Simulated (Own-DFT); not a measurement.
# Point defects and the pressure they add: zincblende InP

Everything here is calculated. The program is Own-DFT (plane waves, in-house, since retired, never reviewed by a person); positions were held fixed, and spin and spin-orbit coupling were off.

Common settings: PBE; PseudoDojo norm-conserving scalar-relativistic files; cutoff 36 hartree; 2 x 3 x 3 k mesh centred on Gamma; Fermi-Dirac smearing of 0.1 eV.

Limits (not all hold for every row): not probed for a lower state with spin; forces on such cells failed a check on a denser k mesh; forces not confirmed at this smearing and k mesh; stress not checked against mesh or cutoff.

All runs share one cell, with vectors in Å (17.606, 0.000, 0.000); (0.000, 11.737, 0.000); (0.000, 0.000, 11.737) and a volume of 2425.5 Å³. Atoms were moved at random from their sites; u is the rms move along one axis. The defect's site can differ from row to row.

```
cell,formula,u (Å),P (GPa)
no defect,In48P48,0.0190,3.19
no defect,In48P48,0.0205,3.19
no defect,In48P48,0.0505,3.62
one P on an In site,In47P49,0.0282,3.14
one P on an In site,In47P49,0.0297,3.15
one P on an In site,In47P49,0.0474,3.42
two P on an In site each,In46P50,0.0304,3.01
two P on an In site each,In46P50,0.0471,3.22
two P on an In site each,In46P50,0.0507,3.43
one In on a P site and one P on an In site,In48P48,0.0277,3.48
one In on a P site and one P on an In site,In48P48,0.0299,3.53
one In on a P site and one P on an In site,In48P48,0.0508,3.82
two P vacancies,In48P46,0.0471,?
two P vacancies,In48P46,0.0477,3.23
two P vacancies,In48P46,0.0487,3.32
two P vacancies,In48P46,0.0503,3.44
```

## Fit

P = P0 + c u² + a shift for each defect gives P0 = 3.11 GPa, c = 203 ± 18 GPa/Å² and a scatter of 0.05 GPa. The shifts, and each times the cell's volume:

- one In on a P site and one P on an In site: 0.21 ± 0.04 GPa, 3.2 eV
- one P on an In site: -0.14 ± 0.04 GPa, -2.1 eV
- two P vacancies: -0.27 ± 0.05 GPa, -4.0 eV (-2.0 eV for each of its 2 sites)
- two P on an In site each: -0.27 ± 0.04 GPa, -4.1 eV (-2.1 eV for each of its 2 sites)

Positive is outwards. The product with the volume (160.2 GPa Å³ to the eV) is nearly free of the cell's size; divided by the bulk modulus at the cell's pressure it gives the volume that the defect adds. The atoms around the defects weren't relaxed, which would change these numbers.

## Withheld run

The question: what pressure belongs in the blank (two P vacancies, u = 0.0471 Å)?

Estimate: 3.29 ± 0.06 GPa. The calculation gave 3.43 GPa.
